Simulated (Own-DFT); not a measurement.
Simulation results for Si₄SnGe₁₁ (diamond-structure random alloy, atoms displaced)

All values are calculated (Own-DFT development build). A calculation, not a measurement: plane-wave density functional theory by an unreviewed code, no spin, of a simulated periodic cell, stress positive in tension, run twice, with PBE and with PBEsol, both on files made for PBE, so the change isn't that of files made for PBEsol, forces on such cells moved up to 12 meV/angstrom on a denser k mesh; the far tail of each file's local potential was reset to the Coulomb form; each entry is a single point on an unrelaxed cell, so the pressure reflects the starting lattice, mostly measured values (interpolated for alloys), from which strain is counted, and rises with the displacements; printed positions are rounded, which can move forces by about a meV/angstrom; the program, named Own-DFT, is a retired in-house code; no spin-orbit coupling; stress was not checked against mesh or cutoff.

## Si₄SnGe₁₁ (diamond-structure random alloy, atoms displaced)

```xyz
64
Lattice="11.3064 0.0000 0.0000 0.0000 11.3064 0.0000 0.0000 0.0000 11.3064" Properties=species:S:1:pos:R:3 Si4SnGe11
Si    11.2904     0.0107    11.2650
Si     0.0321     2.8431     2.7741
Ge     2.8932    11.2682     2.8179
Si     2.8435     2.8445    11.2602
Si     1.4087     1.3626     1.3923
Ge     1.3320     4.2313     4.2340
Sn     4.2561     1.3707     4.2849
Sn     4.2104     4.2129     1.3950
Ge    11.2766     0.0181     5.5949
Si    11.2433     2.8368     8.5143
Ge     2.8095    11.2598     8.4429
Ge     2.7612     2.8711     5.6158
Ge     1.3813     1.4601     7.1006
Ge     1.4047     4.1854     9.8712
Si     4.2986     1.4563     9.9178
Si     4.2737     4.2887     7.0476
Ge     0.0347     5.6566    11.2819
Si     0.0003     8.5233     2.8720
Ge     2.8289     5.6489     2.8299
Sn     2.8669     8.4771     0.0455
Ge     1.3781     7.0335     1.4061
Ge     1.4132     9.9366     4.2788
Ge     4.2526     7.0948     4.2693
Ge     4.2755     9.9118     1.4282
Ge     0.0147     5.6175     5.6860
Si     0.0244     8.5049     8.5082
Ge     2.8099     5.6736     8.5113
Ge     2.8474     8.4503     5.6273
Ge     1.4000     7.0931     7.0780
Ge     1.4189     9.9230     9.9089
Ge     4.2724     7.0937     9.8908
Sn     4.2170     9.8891     7.0019
Ge     5.6486     0.0041    11.2769
Ge     5.6107     2.8206     2.8482
Ge     8.4433    11.2891     2.8008
Si     8.4485     2.8520     0.0038
Ge     7.0864     1.3284     1.4432
Si     7.0673     4.2687     4.2491
Ge     9.9042     1.3889     4.2572
Ge     9.9084     4.2317     1.4330
Ge     5.6722     0.0220     5.6994
Ge     5.6516     2.8533     8.4746
Ge     8.4675     0.0359     8.4706
Si     8.5214     2.8378     5.6681
Ge     7.0709     1.4261     7.0501
Ge     7.0397     4.2414     9.8879
Ge     9.9061     1.3697     9.9299
Si     9.8520     4.2517     7.0826
Si     5.6448     5.6739    11.3047
Ge     5.6800     8.4460     2.8258
Si     8.4601     5.6672     2.8063
Ge     8.4230     8.4925     0.0031
Si     7.0304     7.0648     1.3674
Ge     7.0143     9.9314     4.2011
Ge     9.8900     7.0682     4.2286
Ge     9.8924     9.8918     1.4301
Ge     5.6603     5.6478     5.6486
Ge     5.6650     8.4742     8.5013
Ge     8.4236     5.6462     8.4793
Ge     8.4205     8.4725     5.6819
Ge     7.0596     7.0231     7.0479
Ge     7.1076     9.8842     9.8462
Ge     9.8951     7.0882     9.8778
Ge     9.9019     9.9256     7.0914
```

It was run with functional PBE, then PBEsol, potential files PseudoDojo norm-conserving, scalar-relativistic, standard set, wave cutoff 49 hartree, occupations Fermi-Dirac, smearing width 0.1 eV and k mesh 3 x 3 x 3 centred on Gamma.

The calculation gives: PBE pressure 3.87 GPa; PBE stress xx -3.83 GPa; PBE stress yy -3.89 GPa; PBE stress zz -3.89 GPa; PBE stress yz 0.03 GPa; PBE stress xz -0.19 GPa; PBE stress xy 0.02 GPa; PBEsol pressure 1.2 GPa; PBEsol stress xx -1.16 GPa; PBEsol stress yy -1.22 GPa; PBEsol stress zz -1.22 GPa; PBEsol stress yz 0.02 GPa; PBEsol stress xz -0.19 GPa; PBEsol stress xy 0.02 GPa; rms change of force components from PBE to PBEsol 0.044 eV/Å.

Force:
| force element | PBE force x (eV/Å) | PBE force y (eV/Å) | PBE force z (eV/Å) | PBEsol force x (eV/Å) | PBEsol force y (eV/Å) | PBEsol force z (eV/Å) |
| --- | --- | --- | --- | --- | --- | --- |
| Si | 0.368 | -0.212 | 0.883 | 0.317 | -0.248 | 0.822 |
| Si | -0.173 | -0.904 | 0.125 | -0.204 | -0.841 | 0.159 |
| Ge | -1.76 | -0.32 | -0.943 | -1.666 | -0.346 | -0.88 |
| Si | -1.251 | -1.993 | -0.745 | -1.238 | -1.878 | -0.725 |
| Si | 0.18 | 0.516 | -0.323 | 0.221 | 0.471 | -0.281 |
| Ge | 0.399 | 0.093 | -0.537 | 0.427 | 0.124 | -0.473 |
| Sn | -0.606 | 0.793 | 0.065 | -0.587 | 0.768 | 0.052 |
| Sn | 0.417 | 0.46 | -0.445 | 0.409 | 0.452 | -0.339 |
| Ge | 0.416 | -0.003 | 1.18 | 0.401 | -0.002 | 1.138 |
| Si | -0.189 | 0.021 | -0.5 | -0.147 | -0.016 | -0.453 |
| Ge | -0.519 | 2.052 | 1.518 | -0.533 | 1.959 | 1.443 |
| Ge | -0.022 | 0.735 | 1.436 | -0.055 | 0.682 | 1.364 |
| Ge | -0.313 | 0.065 | -0.028 | -0.269 | 0.027 | -0.068 |
| Ge | -0.005 | -0.053 | 0.003 | -0.003 | 0.028 | 0.009 |
| Si | -0.99 | -0.224 | -0.391 | -0.922 | -0.255 | -0.42 |
| Si | -0.824 | -0.318 | 0.142 | -0.806 | -0.308 | 0.141 |
| Ge | -0.559 | -0.348 | -0.035 | -0.536 | -0.335 | -0.028 |
| Si | 0.093 | -0.384 | -0.294 | 0.089 | -0.375 | -0.283 |
| Ge | -1.127 | 0.96 | 1.215 | -1.096 | 0.931 | 1.175 |
| Sn | -0.599 | 0.04 | -0.171 | -0.575 | 0.04 | -0.173 |
| Ge | -0.793 | -0.004 | 1.493 | -0.733 | -0.041 | 1.413 |
| Ge | 0.093 | -0.696 | -0.749 | 0.124 | -0.645 | -0.695 |
| Ge | -0.037 | -0.63 | -0.595 | -0.039 | -0.602 | -0.574 |
| Ge | 1.145 | 0.502 | 0.687 | 1.106 | 0.485 | 0.674 |
| Ge | -0.8 | 0.253 | 0.167 | -0.735 | 0.277 | 0.124 |
| Si | -0.268 | 0.18 | -0.203 | -0.259 | 0.177 | -0.198 |
| Ge | 0.544 | -0.347 | -0.522 | 0.498 | -0.301 | -0.48 |
| Ge | -1.641 | -0.773 | -0.848 | -1.583 | -0.746 | -0.822 |
| Ge | -0.087 | 0.04 | 0.219 | -0.046 | 0.001 | 0.178 |
| Ge | -1.061 | 0.402 | -0.611 | -0.962 | 0.386 | -0.603 |
| Ge | 0.856 | -1.354 | -0.521 | 0.797 | -1.277 | -0.536 |
| Sn | 0.636 | -0.47 | 0.877 | 0.617 | -0.457 | 0.853 |
| Ge | 0.201 | 0.047 | -0.132 | 0.231 | 0.007 | -0.08 |
| Ge | 2.623 | 0.089 | 0.11 | 2.506 | 0.051 | 0.083 |
| Ge | 0.822 | -0.09 | 0.627 | 0.784 | -0.09 | 0.602 |
| Si | 0.259 | -0.525 | 0.239 | 0.255 | -0.516 | 0.231 |
| Ge | -0.38 | 1.5 | -0.775 | -0.396 | 1.413 | -0.72 |
| Si | 0.544 | -0.399 | -0.281 | 0.457 | -0.394 | -0.272 |
| Ge | -0.433 | 1.065 | -0.946 | -0.408 | 0.961 | -0.911 |
| Ge | -0.487 | 0.064 | -0.267 | -0.439 | 0.095 | -0.292 |
| Ge | 2.05 | -0.255 | -0.199 | 1.984 | -0.246 | -0.2 |
| Ge | -0.501 | -0.125 | -0.281 | -0.414 | -0.121 | -0.273 |
| Ge | 0.299 | -0.046 | 0.001 | 0.287 | -0.051 | -0.002 |
| Si | -0.324 | 0.426 | -0.252 | -0.326 | 0.334 | -0.252 |
| Ge | 0.441 | 0.646 | 0.03 | 0.394 | 0.584 | 0.065 |
| Ge | 0.116 | 0.125 | 0.747 | 0.111 | 0.123 | 0.65 |
| Ge | -0.429 | 1.038 | 0.025 | -0.456 | 0.977 | -0.015 |
| Si | 0.228 | -0.462 | 0.202 | 0.229 | -0.372 | 0.204 |
| Si | 0.854 | 0.721 | -0.69 | 0.791 | 0.67 | -0.725 |
| Ge | -0.044 | 0.064 | -0.326 | -0.084 | 0.112 | -0.276 |
| Si | -0.302 | -0.001 | 0.036 | -0.22 | 0.003 | 0.035 |
| Ge | 0.469 | -0.316 | 0.276 | 0.485 | -0.264 | 0.227 |
| Si | 0.313 | -0.595 | 0.29 | 0.313 | -0.498 | 0.287 |
| Ge | 0.428 | -0.427 | 0.583 | 0.414 | -0.416 | 0.565 |
| Ge | -0.136 | 0.066 | -0.069 | -0.13 | 0.064 | -0.004 |
| Ge | 0.465 | -0.077 | -0.273 | 0.379 | -0.07 | -0.269 |
| Ge | -0.024 | -0.363 | -0.134 | -0.022 | -0.275 | -0.126 |
| Ge | 0.729 | -0.667 | 0.013 | 0.706 | -0.651 | 0.015 |
| Ge | 0.784 | -0.118 | -0.104 | 0.719 | -0.082 | -0.075 |
| Ge | 0.513 | 0.395 | -0.404 | 0.494 | 0.377 | -0.388 |
| Ge | -0.26 | 0.418 | 0.359 | -0.252 | 0.411 | 0.35 |
| Ge | -0.458 | 0.274 | 0.258 | -0.442 | 0.258 | 0.253 |
| Ge | 0.011 | 0.046 | -0.122 | -0.023 | 0.013 | -0.083 |
| Ge | 0.103 | -0.598 | -0.093 | 0.063 | -0.544 | -0.12 |
